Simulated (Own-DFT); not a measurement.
# How strain changes the stress of wurtzite GaN, 72 atoms (Ga36N36)

These are calculations, not measurements. They come from Own-DFT, an in-house plane-wave density functional program, since retired, whose code no person has reviewed. Each row is one single-point run on a periodic cell that was not relaxed, without spin or spin-orbit coupling.

Settings of every run: PBE; PseudoDojo norm-conserving scalar-relativistic files (stringent for Ga); cutoff 96 hartree; 4 x 4 x 3 k mesh centred on Gamma; Gaussian smearing of 0.01 eV.

Known limits: forces not confirmed at this smearing and k mesh; stress not checked against mesh or cutoff.

Unstrained cell vectors in Å: (9.567, 0.000, 0.000); (-4.783, 8.285, 0.000); (0.000, 0.000, 10.370). The unstrained cell has measured lattice constants (interpolated for alloys), not those of this functional. That, the random moves and any unrelaxed bonds set the pressure at no strain. Each run strains this cell uniformly, with the atoms carried along. Every atom was also moved at random, by a Gaussian of width 0.05 Å on each axis. Strain is the symmetric tensor, in per cent. Stress is positive in tension, and the pressure is minus a third of its trace.

```
run,e_xx (%),e_yy (%),e_zz (%),e_yz (%),e_xz (%),e_xy (%),s_xx (GPa),s_yy (GPa),s_zz (GPa),s_yz (GPa),s_xz (GPa),s_xy (GPa),P (GPa),E (meV/atom)
1,1.39,-0.68,-1.42,-0.44,-1.70,1.86,-4.78,-9.86,-12.47,-1.45,-3.69,6.86,9.04,36.4
2,1.06,-0.42,1.16,-0.24,1.41,0.46,-2.20,-6.94,-2.62,-0.86,2.91,0.19,3.92,14.2
3,-1.07,1.59,0.48,-0.56,-0.30,-0.73,-8.63,-2.41,-4.32,-0.75,-0.41,-0.96,5.12,14.8
4,-0.25,-1.50,0.06,-1.17,1.31,1.95,-11.11,-14.69,-7.00,-2.49,3.48,6.31,10.93,35.8
5,1.05,0.34,-1.82,-0.84,-0.12,1.61,-4.53,-5.59,-16.37,-2.10,-0.68,5.15,8.83,41.0
6,1.15,0.63,0.32,-0.06,-1.16,-1.06,-2.56,-1.03,-4.33,-0.16,-2.17,-2.30,2.64,0.0
7,-1.74,-1.09,1.95,1.29,1.33,0.48,-14.81,-11.98,-2.05,2.32,3.09,3.24,9.61,43.1
8,0.97,1.52,-0.68,1.77,-1.25,-1.90,-2.75,-0.09,-8.89,3.80,-2.76,-4.28,3.91,22.2
9,-0.60,1.30,-0.21,0.71,0.29,-0.87,-8.69,-0.63,-8.21,1.76,0.50,-2.89,5.84,2.7
10,-0.96,-0.04,-0.99,-0.82,-1.77,-1.81,-15.91,-6.89,-13.32,-2.04,-3.70,-5.73,12.04,54.1
11,-0.69,1.36,0.61,-1.69,-0.14,0.68,-8.21,-1.98,-3.52,-3.31,0.08,1.45,4.57,12.8
12,1.87,-0.19,-1.10,1.67,0.26,-1.10,-0.58,-7.00,-10.18,3.08,0.52,-3.84,5.92,17.4
13,-0.15,-0.96,1.75,0.66,0.63,-1.80,-8.28,-10.23,-0.43,0.20,1.54,-6.48,6.31,24.9
14,-1.20,-0.82,-0.04,1.03,-0.87,-0.51,-13.59,-11.04,-9.15,2.24,-1.09,-0.13,11.26,29.6
15,0.69,1.26,0.01,-1.38,-1.92,-1.18,-1.91,-1.81,-7.31,-3.35,-3.93,-3.97,3.68,23.8
16,1.12,-0.38,-1.79,-1.84,0.64,1.00,-4.35,-7.57,-16.41,-3.60,1.74,2.90,9.44,34.3
17,-1.02,-1.38,1.08,0.72,-0.17,1.40,?,?,?,?,?,?,?,?
```

E is the free energy for each atom above the lowest run shown.

## Worked fit

Each stress component was fitted by least squares to a constant and the strains of the runs shown, as fractions, with shears doubled. Shear strains stay in the fit of a normal stress only where such slopes are resolved. The slopes, in GPa:

```
stress  at no strain  per e_xx  per e_yy  per e_zz  scatter
  s_xx          -7.9  453 ± 28  153 ± 26  124 ± 28     1.04
  s_yy          -6.8   83 ± 30  421 ± 28   39 ± 29     1.10
  s_zz          -7.6   79 ± 30   67 ± 27  459 ± 29     1.08
```

Each shear stress against twice its own strain: yz 106 ± 5, xz 105 ± 5, xy 180 ± 11 GPa. These are stiffnesses along x, y and z of the frame in which the cell vectors are given, which need not be the crystal's axes. The atoms are held to the strained lattice; where symmetry lets them move under strain, relaxing them would lower some slopes. The table should be nearly symmetric about its diagonal, and what it lacks of that shows the noise. A ninth of its sum, 209 ± 6 GPa, estimates the bulk modulus near the mean pressure of these runs, 7.1 GPa, so it lies above the value at zero pressure.

## Withheld run

Question: what normal stresses and pressure should run 17 give?

The fit gives s_xx = -13.2, s_yy = -13.1, s_zz = -4.4 and P = 10.2 GPa. The calculation gave -12.45, -13.13, -4.29 and P = 9.96 GPa.
